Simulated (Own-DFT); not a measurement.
# Computed records: Si₃N₄ (beta silicon nitride, strained, atoms displaced), SiC (4H silicon carbide, atoms displaced), GaP (zincblende, strained, atoms displaced)

Computed with Own-DFT development build. A calculation, not a measurement: plane-wave PBE density functional theory by an unreviewed code, no spin, of a simulated periodic cell, stress positive in tension, free energy of the whole cell less one offset for each atom, forces on such cells passed a denser k mesh, this cell's mesh not checked; offsets are fitted by least squares, one for each functional and potential file, so energies compare only between cells with the same atoms and settings and are not formation energies; the far tail of each file's local potential was reset to the Coulomb form; each entry is a single point on an unrelaxed cell, so the pressure reflects the starting lattice, mostly measured values (interpolated for alloys), from which strain is counted, and rises with the displacements; printed positions are rounded, which can move forces by about a meV/angstrom; the program, named Own-DFT, is a retired in-house code; no spin-orbit coupling.

Settings shared by all entries: functional PBE; potential files PseudoDojo norm-conserving, scalar-relativistic, standard set; wave cutoff 42 hartree; occupations Fermi-Dirac; smearing width 0.1 eV.

(1) Si₃N₄ (beta silicon nitride, strained, atoms displaced)

```
CELL_PARAMETERS angstrom
7.55110 0.08760 0.08490
-3.69960 6.55050 -0.03830
0.09740 0.00550 8.87390
ATOMIC_POSITIONS crystal
Si 0.17309 0.76345 0.07996
Si 0.23994 0.40754 0.08950
Si 0.59842 0.82687 0.07988
Si 0.82938 0.23365 0.24025
Si 0.77260 0.60185 0.25071
Si 0.40186 0.17320 0.24895
N 0.33907 0.03850 0.07295
N 0.98519 0.30782 0.09288
N 0.69735 0.66570 0.08471
N 0.67005 0.95943 0.24709
N 0.02802 0.68734 0.25658
N 0.29807 0.33892 0.24999
N 0.31752 0.65070 0.08804
N 0.66090 0.33569 0.25054
Si 0.16965 0.77143 0.41557
Si 0.22426 0.39916 0.41361
Si 0.60606 0.83271 0.42220
Si 0.82311 0.23875 0.59067
Si 0.76846 0.60306 0.58625
Si 0.40363 0.16993 0.58032
N 0.31904 0.03090 0.41184
N 0.96431 0.29895 0.43116
N 0.70133 0.67029 0.42305
N 0.67786 0.96924 0.58917
N 0.02613 0.68653 0.58595
N 0.31578 0.33929 0.58896
N 0.32879 0.66499 0.42699
N 0.66493 0.32711 0.58175
Si 0.17286 0.76169 0.75003
Si 0.23990 0.41506 0.75415
Si 0.59814 0.82130 0.74002
Si 0.84397 0.23113 0.92196
Si 0.77114 0.59823 0.91672
Si 0.40371 0.17188 0.91784
N 0.33517 0.04038 0.75655
N 0.95781 0.29161 0.74767
N 0.70384 0.66347 0.74668
N 0.66194 0.96808 0.91264
N 0.03060 0.69141 0.91958
N 0.28606 0.31920 0.91604
N 0.32933 0.65454 0.74487
N 0.66924 0.33446 0.92400
```

* k mesh: 3 x 3 x 3 centred on Gamma
* free energy of cell above offsets: -3.738 eV
* pressure: 4.61 GPa
* stress xx: -7.49 GPa
* stress yy: -4.29 GPa
* stress zz: -2.04 GPa
* stress yz: 1.62 GPa
* stress xz: 3.56 GPa
* stress xy: 6.07 GPa

Force:
```tsv
element	x (eV/Å)	y (eV/Å)	z (eV/Å)
Si	-0.58	1.115	1.117
Si	0.047	-1.124	-2.128
Si	-2.104	-0.832	0.01
Si	-1.659	-0.814	4.543
Si	-0.247	-1.557	0.636
Si	0.491	0.681	-1.077
N	-0.663	-3.348	4.16
N	-1.298	-1.39	-2.647
N	0.323	0.426	-0.232
N	0.03	1.998	0.507
N	-0.331	1.125	-1.973
N	2.224	-1.817	0.491
N	2.432	4.303	-0.552
N	0.964	-0.356	-0.095
Si	1.265	-1.342	1.155
Si	-0.453	1.572	3.484
Si	-2.623	-0.999	-0.761
Si	1.162	-1.58	-0.406
Si	2.377	-3.471	-2.041
Si	0.641	0.771	1.264
N	0.076	-0.029	0.523
N	0.934	-0.359	-3.781
N	0.596	0.127	-1.095
N	-0.392	0.717	-1.753
N	0.004	1.397	0.079
N	-1.645	0.068	-1.531
N	1.19	1.127	-0.78
N	-2.731	1.627	-0.106
Si	-0.312	1.547	-0.204
Si	-0.525	-5.188	-1.17
Si	-1.414	-0.138	2.935
Si	-2.94	-0.025	-0.439
Si	0.628	-2.109	0.091
Si	1.448	2.598	-1.556
N	-0.107	-3.508	-2.628
N	3.221	1.654	1.862
N	-1.542	1.224	2.93
N	1.058	-0.605	0.476
N	-0.324	0.572	-0.607
N	-0.007	0.942	0.943
N	0.304	4.992	0.544
N	0.48	0.003	-0.188
```

(2) SiC (4H silicon carbide, atoms displaced)

```
CELL_PARAMETERS angstrom
12.33080 0.00000 0.00000
-6.16540 10.67880 0.00000
0.00000 0.00000 10.06810
ATOMIC_POSITIONS crystal
Si 0.99682 0.99592 0.40447
Si 0.08430 0.16741 0.15634
C 0.00081 0.00181 0.09332
C 0.08192 0.16745 0.34535
Si 0.00406 0.25135 0.41290
Si 0.08089 0.41051 0.15524
C 0.99993 0.24982 0.09322
C 0.08798 0.41752 0.33939
Si 0.99805 0.49661 0.40758
Si 0.08264 0.66607 0.15603
C 0.99985 0.49891 0.09765
C 0.08163 0.66539 0.34436
Si 0.00088 0.75064 0.40791
Si 0.08116 0.91563 0.15805
C 0.00027 0.75252 0.09648
C 0.08654 0.91852 0.33933
Si 0.25655 0.00432 0.40268
Si 0.33018 0.16608 0.16071
C 0.25165 0.00245 0.09328
C 0.33602 0.16414 0.34039
Si 0.24982 0.25170 0.40639
Si 0.33112 0.41420 0.15629
C 0.24707 0.24984 0.09502
C 0.33036 0.41697 0.34514
Si 0.24866 0.50165 0.40630
Si 0.33177 0.66445 0.15906
C 0.25127 0.50308 0.09401
C 0.33513 0.66814 0.33791
Si 0.25767 0.75673 0.40604
Si 0.32984 0.91654 0.15085
C 0.24582 0.74719 0.09344
C 0.33488 0.91921 0.34430
Si 0.50101 0.99694 0.40809
Si 0.58144 0.16793 0.15193
C 0.50399 0.00466 0.09410
C 0.58395 0.17080 0.34247
Si 0.49866 0.24999 0.40812
Si 0.58391 0.41704 0.15687
C 0.49733 0.24925 0.09118
C 0.58387 0.41883 0.34011
Si 0.49992 0.49928 0.40804
Si 0.58735 0.67286 0.15152
C 0.50162 0.49955 0.08621
C 0.58519 0.66873 0.33934
Si 0.50213 0.74832 0.40389
Si 0.58196 0.91310 0.15776
C 0.49909 0.75025 0.09516
C 0.58365 0.91598 0.34586
Si 0.75185 0.00315 0.40248
Si 0.83188 0.16010 0.16016
C 0.74719 0.00009 0.09479
C 0.83340 0.16911 0.34033
Si 0.75147 0.25156 0.40557
Si 0.82973 0.41323 0.15715
C 0.74578 0.24553 0.09862
C 0.83438 0.41249 0.34986
Si 0.74660 0.49698 0.40809
Si 0.83182 0.66454 0.15661
C 0.74877 0.50037 0.09342
C 0.83076 0.67044 0.34784
Si 0.74768 0.75205 0.40745
Si 0.83328 0.91766 0.15728
C 0.75244 0.74980 0.09682
C 0.83445 0.91676 0.34477
Si 0.00225 0.00134 0.90924
Si 0.91785 0.83177 0.65510
C 0.00041 0.99907 0.59199
C 0.91777 0.83147 0.83686
Si 0.00242 0.75259 0.90175
Si 0.92066 0.58392 0.65656
C 0.00147 0.74839 0.59233
C 0.91207 0.58527 0.84456
Si 0.99948 0.50171 0.91157
Si 0.91983 0.33965 0.65806
C 0.99855 0.50008 0.59110
C 0.91476 0.33570 0.84211
Si 0.99971 0.25153 0.90956
Si 0.91688 0.08515 0.65565
C 0.00112 0.24823 0.59562
C 0.91688 0.08274 0.84172
Si 0.75194 0.00279 0.91060
Si 0.66487 0.83324 0.65636
C 0.74747 0.99686 0.59322
C 0.66762 0.83449 0.84462
Si 0.74915 0.74475 0.90464
Si 0.66916 0.58714 0.65596
C 0.75001 0.74993 0.59413
C 0.67026 0.58577 0.84524
Si 0.74941 0.49945 0.90633
Si 0.66341 0.33043 0.65475
C 0.75179 0.50163 0.59345
C 0.66850 0.33341 0.84689
Si 0.74715 0.24640 0.90130
Si 0.66511 0.08252 0.66063
C 0.74795 0.25147 0.59158
C 0.66500 0.08326 0.83962
Si 0.49208 0.00065 0.90175
Si 0.41624 0.83631 0.66236
C 0.50154 0.00204 0.59137
C 0.41703 0.83623 0.84279
Si 0.50057 0.75413 0.90823
Si 0.41834 0.58670 0.65664
C 0.49750 0.75377 0.58924
C 0.42031 0.58467 0.84307
Si 0.50336 0.49973 0.91033
Si 0.41958 0.33360 0.65904
C 0.50031 0.49786 0.59208
C 0.41609 0.33153 0.84799
Si 0.50124 0.25169 0.90980
Si 0.41934 0.08757 0.65889
C 0.50296 0.25103 0.59308
C 0.41038 0.08370 0.84248
Si 0.24723 0.99677 0.90812
Si 0.16802 0.83310 0.65471
C 0.24980 0.99714 0.59654
C 0.16668 0.82963 0.84711
Si 0.24876 0.74784 0.90819
Si 0.16832 0.58155 0.65725
C 0.25611 0.74861 0.59248
C 0.16873 0.58756 0.84302
Si 0.24929 0.50011 0.90629
Si 0.16476 0.33310 0.65857
C 0.24834 0.49655 0.59819
C 0.16863 0.33277 0.83870
Si 0.24868 0.25165 0.90932
Si 0.16432 0.08148 0.66108
C 0.25158 0.25361 0.59010
C 0.16564 0.07889 0.83929
```

* hardware: one NVIDIA H200
* k mesh: 3 x 3 x 3 centred on Gamma
* free energy of cell above offsets: -19.358 eV
* pressure: 3.64 GPa
* stress xx: -2.03 GPa
* stress yy: -2.95 GPa
* stress zz: -5.94 GPa
* stress yz: -0.15 GPa
* stress xz: -0.09 GPa
* stress xy: -0.02 GPa
* wall time: 530.2 s

Force:
```tsv
element	x (eV/Å)	y (eV/Å)	z (eV/Å)
Si	1.031	1.093	0.337
Si	-0.645	-0.203	0.525
C	-0.097	-0.212	0.358
C	0.57	-0.582	-0.219
Si	-0.834	0.03	-1.579
Si	-0.04	1.673	0.11
C	-0.12	-0.903	0.113
C	-1.143	-0.578	1.406
Si	0.676	0.91	-0.975
Si	-0.539	-0.029	0.652
C	-0.278	-0.354	-0.353
C	0.681	0.247	0.324
Si	-0.137	-0.124	-0.931
Si	0.454	0.377	-0.718
C	0.02	-0.793	-1.065
C	-0.138	-0.064	1.495
Si	-1.134	-1.33	1.24
Si	0.78	0.301	-1.682
C	-0.987	-0.395	0.032
C	-1.191	1.435	1.325
Si	0.233	-0.649	-0.202
Si	0.315	1.257	-0.104
C	0.518	-0.147	-0.002
C	0.905	0.219	-0.286
Si	0.499	0.193	0.245
Si	-0.225	0.674	-1.221
C	-0.055	-1.393	-0.371
C	0.032	-0.044	1.947
Si	-0.959	-1.531	-0.253
Si	1.318	0.154	0.979
C	0.898	0.49	0.072
C	0.509	-0.119	-0.726
Si	-0.519	1.496	-0.864
Si	0.008	-0.112	1.323
C	-0.826	-1.659	-0.798
C	0.274	-0.911	0.293
Si	0.813	0.299	-0.949
Si	-0.38	-0.175	-0.806
C	-0.186	0.324	1.009
C	-0.287	-0.74	1.056
Si	-0.243	0.409	-0.964
Si	-0.035	-1.631	0.423
C	-0.512	0.33	2.833
C	-0.221	-0.665	0.625
Si	-0.77	0.376	-0.046
Si	-0.915	1.114	-0.002
C	-0.229	-0.024	-0.459
C	0.342	-0.067	-0.556
Si	-0.072	-0.342	0.994
Si	-0.9	1.763	-0.984
C	0.865	-0.746	0.187
C	0.988	-0.187	1.684
Si	-0.691	-1.105	0.116
Si	0.426	0.121	0.335
C	1.017	0.509	-1.541
C	-1.115	1.332	-1.291
Si	0.722	1.045	-0.251
Si	0.363	0.607	0.806
C	0.503	-0.392	0.192
C	1.042	-0.982	-0.427
Si	0.488	-0.366	-0.086
Si	0.291	-0.28	-0.288
C	-0.315	0.565	-1.206
C	-0.799	0.174	-0.363
Si	-0.464	-0.716	-1.392
Si	-0.276	0.359	-0.651
C	-0.328	-0.021	0.146
C	-0.494	0.642	1.812
Si	-0.65	-0.628	1.162
Si	-1.251	-0.172	-0.062
C	-0.006	0.403	0.418
C	1.751	-0.242	0.065
Si	-0.304	0.13	-0.837
Si	-0.469	-1.608	-0.686
C	1.243	0.364	0.759
C	0.791	-0.084	0.971
Si	0.056	-0.265	-1.452
Si	-0.005	-1.353	-0.137
C	-0.952	0.953	0.259
C	-0.066	0.576	1.11
Si	-0.252	-0.603	-1.384
Si	0.163	-0.08	-0.046
C	0.162	1.147	-0.221
C	0.001	-0.06	0.465
Si	-0.006	2.044	0.433
Si	0.156	-0.974	-0.066
C	-0.347	0.49	-0.078
C	-0.527	-1.446	-0.471
Si	-0.005	0.062	0.01
Si	0.962	1.422	0.519
C	-0.237	-0.426	0.52
C	-0.87	-0.245	-0.707
Si	0.225	0.597	1.437
Si	0.53	0.337	-2.151
C	1.133	-0.436	0.703
C	-0.175	-0.535	1.644
Si	1.589	0.512	1.057
Si	0.544	0.012	-1.886
C	-0.405	-0.18	1.282
C	-0.272	-0.539	1.224
Si	0.545	-0.613	-0.543
Si	0.156	-0.465	-0.26
C	0.873	-0.689	0.922
C	-0.531	0.156	0.644
Si	-0.636	0.183	-2.221
Si	-0.875	-0.12	-0.242
C	-0.08	0.906	0.726
C	-0.033	0.509	-0.405
Si	-0.225	-0.416	-0.799
Si	-0.337	-1.136	-1.011
C	-1.205	-0.152	0.221
C	0.888	0.462	0.573
Si	-0.215	0.282	-0.532
Si	0.554	-0.522	0.235
C	-0.044	1.215	-0.829
C	0.019	0.673	-0.769
Si	0.234	0.557	-0.195
Si	-0.513	0.53	-0.514
C	-1.396	0.151	0.339
C	-0.207	-1.409	0.451
Si	0.661	0.401	-0.383
Si	1.067	-0.311	-1.114
C	0.014	0.794	-0.968
C	-0.941	0.207	2.083
Si	0.786	-0.869	-0.952
Si	0.521	0.431	-2.383
C	0.356	-0.886	1.302
C	-0.426	1.007	2.383
```

(3) SiC (4H silicon carbide, atoms displaced)

```
CELL_PARAMETERS angstrom
6.16540 0.00000 0.00000
-3.08270 5.33940 0.00000
0.00000 0.00000 10.06810
ATOMIC_POSITIONS crystal
Si 0.02321 0.01489 0.41494
Si 0.15434 0.31706 0.18057
C 0.01650 0.01483 0.09772
C 0.14234 0.30679 0.35085
Si 0.00622 0.49925 0.38974
Si 0.14889 0.81129 0.16311
C 0.02274 0.52195 0.06873
C 0.13588 0.78284 0.34325
Si 0.50489 0.00852 0.40395
Si 0.68428 0.30215 0.14485
C 0.49757 0.99552 0.08596
C 0.65859 0.32225 0.35455
Si 0.50590 0.48944 0.39396
Si 0.66091 0.84882 0.15493
C 0.50023 0.49772 0.09600
C 0.68542 0.83790 0.35898
Si 0.98752 0.99790 0.88694
Si 0.84666 0.67863 0.65138
C 0.04044 0.01478 0.60142
C 0.84563 0.68708 0.85401
Si 0.98031 0.49719 0.90518
Si 0.81629 0.16279 0.64427
C 0.00377 0.48648 0.58428
C 0.81127 0.16723 0.83079
Si 0.48329 0.02013 0.89640
Si 0.34161 0.65030 0.65540
C 0.51490 0.00521 0.59576
C 0.29680 0.64048 0.83284
Si 0.46159 0.46848 0.91426
Si 0.35478 0.16110 0.67055
C 0.49844 0.48341 0.58746
C 0.37325 0.18950 0.82895
```

- hardware: one NVIDIA H100
- k mesh: 5 x 5 x 3 centred on Gamma
- free energy of cell above offsets: 6.054 eV
- pressure: 11.4 GPa
- stress xx: -4.67 GPa
- stress yy: -16.02 GPa
- stress zz: -13.51 GPa
- stress yz: 0.72 GPa
- stress xz: -2.21 GPa
- stress xy: 2.56 GPa
- wall time: 116.2 s

Force:
```tsv
element	x (eV/Å)	y (eV/Å)	z (eV/Å)
Si	-0.331	-5.223	1.517
Si	1.756	1.508	-6.931
C	-1.218	-1.532	-0.976
C	1.997	3.913	0.01
Si	-1.264	-7.166	6.705
Si	-0.242	2.376	-2.606
C	-0.029	-2.961	8.277
C	0.89	10.29	-2.046
Si	0.662	-3.777	1.888
Si	-2.815	4.648	1.124
C	-1.508	-1.242	-0.209
C	1.92	0.383	-4.196
Si	-1.956	1.801	2.786
Si	3.524	-2.336	0.105
C	0.016	-0.722	1.882
C	-1.792	-0.065	-2.258
Si	-0.427	3.445	3.032
Si	0.487	-1.887	0.28
C	-2.518	-1.097	-0.837
C	-1.787	-3.829	-2.598
Si	0.859	-0.365	-5.469
Si	4.861	2.288	1.688
C	-0.49	1.795	-0.241
C	1.157	-0.169	1.443
Si	5.54	-5.682	2.022
Si	-1.396	-0.008	-1.707
C	-3.042	-3.606	-1.98
C	1.779	1.558	2.109
Si	0.139	5.182	-0.311
Si	-0.516	1.289	-8.749
C	1.071	1.092	0.256
C	-5.326	0.095	5.991
```

(4) GaP (zincblende, strained, atoms displaced)

```
CELL_PARAMETERS angstrom
10.86200 0.00000 0.00000
0.00000 10.86200 0.00000
0.00000 0.00000 10.94390
ATOMIC_POSITIONS crystal
Ga 0.00306 0.99838 0.99992
Ga 0.99976 0.24952 0.25224
Ga 0.25297 0.00412 0.25114
Ga 0.25260 0.25128 0.00045
P 0.12699 0.12602 0.12550
P 0.12472 0.37593 0.37688
P 0.37454 0.12603 0.37152
P 0.37576 0.37388 0.12535
Ga 0.00133 0.99899 0.49959
Ga 0.00022 0.24909 0.74656
Ga 0.24873 0.99731 0.74823
Ga 0.25088 0.24600 0.49714
P 0.12888 0.12582 0.62429
P 0.12580 0.37651 0.87467
P 0.37960 0.12139 0.87166
P 0.37599 0.37250 0.61770
Ga 0.00006 0.50027 0.99981
Ga 0.99861 0.74790 0.25149
Ga 0.24795 0.49972 0.25102
Ga 0.24682 0.75237 0.99904
P 0.12559 0.62651 0.12026
P 0.12634 0.87036 0.37200
P 0.37767 0.62635 0.37179
P 0.37598 0.87496 0.12602
Ga 0.99579 0.50237 0.50296
Ga 0.99810 0.75130 0.75433
Ga 0.24529 0.49767 0.75243
Ga 0.25208 0.74704 0.49918
P 0.12178 0.62281 0.62742
P 0.12137 0.87182 0.87615
P 0.37821 0.62748 0.87921
P 0.37204 0.87758 0.62389
Ga 0.50239 0.00063 0.99644
Ga 0.50484 0.25124 0.25010
Ga 0.74842 0.99534 0.25325
Ga 0.75164 0.24456 0.00065
P 0.62529 0.12639 0.12680
P 0.62612 0.37389 0.37588
P 0.87183 0.12256 0.37516
P 0.87772 0.37641 0.13016
Ga 0.50071 0.99855 0.49978
Ga 0.50019 0.25099 0.75684
Ga 0.75003 0.99693 0.75255
Ga 0.75330 0.24934 0.50013
P 0.62246 0.12519 0.63055
P 0.62270 0.37516 0.87176
P 0.87095 0.12745 0.87289
P 0.87598 0.37426 0.62287
Ga 0.49611 0.50289 0.99556
Ga 0.50503 0.75008 0.25585
Ga 0.75383 0.50616 0.25199
Ga 0.74851 0.74472 0.99882
P 0.62451 0.62455 0.12983
P 0.62457 0.87462 0.37572
P 0.87772 0.62314 0.36982
P 0.87233 0.88018 0.12911
Ga 0.49883 0.50044 0.50398
Ga 0.49810 0.74461 0.74984
Ga 0.75302 0.49987 0.74971
Ga 0.75113 0.75201 0.49859
P 0.62308 0.62313 0.61760
P 0.62211 0.87778 0.87579
P 0.87448 0.62490 0.87809
P 0.87006 0.87891 0.62493
```

- hardware: one NVIDIA H100
- k mesh: 3 x 3 x 3 centred on Gamma
- free energy of cell above offsets: -35.010 eV
- pressure: 3.14 GPa
- stress xx: -3.34 GPa
- stress yy: -3.34 GPa
- stress zz: -2.74 GPa
- stress yz: -0.22 GPa
- stress xz: 0.2 GPa
- stress xy: -0.34 GPa
- wall time: 524.9 s

Force:
```tsv
element	x (eV/Å)	y (eV/Å)	z (eV/Å)
Ga	-0.539	0.518	0.218
Ga	0.102	-0.107	0.032
Ga	-0.309	-0.64	-0.338
Ga	0.039	-0.333	-0.251
P	-0.174	0.013	-0.122
P	-0.181	-0.041	0.16
P	0.638	-0.045	0.369
P	0.112	0.342	0.034
Ga	0.095	-0.046	-0.142
Ga	0.118	0.114	0.276
Ga	-0.047	0.166	0.364
Ga	0.006	0.419	-0.095
P	-0.458	-0.279	0.011
P	-0.389	-0.623	0.239
P	-0.953	0.234	0.399
P	-0.369	-0.002	1.211
Ga	0.023	-0.236	0.21
Ga	0.265	0.397	-0.731
Ga	0.162	0.085	-0.298
Ga	0.606	0.019	0.3
P	-0.166	-0.169	0.559
P	0.037	0.469	0.342
P	-0.241	-0.455	0.438
P	0.158	0.059	-0.073
Ga	0.419	-0.225	-0.358
Ga	-0.342	-0.153	-0.705
Ga	0.945	0.208	-0.481
Ga	-0.249	0.031	0.114
P	0.196	0.518	-0.037
P	0.438	0.547	-0.278
P	-1.11	-0.039	-0.729
P	0.346	-0.727	0.023
Ga	-0.289	0.047	0.848
Ga	-0.359	0.101	-0.025
Ga	-0.216	0.689	-0.205
Ga	-0.22	0.986	0.291
P	0.091	-0.546	-0.125
P	0.23	0.492	0.124
P	0.462	0.027	0.042
P	-0.358	-0.14	-0.65
Ga	-0.137	0.503	0.162
Ga	-0.297	0.034	-1.083
Ga	-0.453	0.446	-0.096
Ga	-0.66	-0.235	0.182
P	0.351	-0.007	-0.502
P	0.644	0.323	0.785
P	0.913	-0.532	0.03
P	-0.112	0.064	0.288
Ga	0.666	-0.573	0.872
Ga	-0.514	0.142	-0.766
Ga	-0.652	-1.006	-0.274
Ga	-0.233	0.838	0.533
P	-0.077	-0.117	-0.591
P	0.106	0.114	0.344
P	-0.123	0.557	1.151
P	0.347	-0.92	-0.686
Ga	-0.1	-0.332	-1.015
Ga	0.271	0.683	-0.357
Ga	-0.405	0.033	-0.224
Ga	0.08	-0.335	-0.124
P	0.668	0.406	0.979
P	0.443	-1.025	-0.27
P	0.014	-0.184	-0.39
P	0.74	-0.548	0.093
```
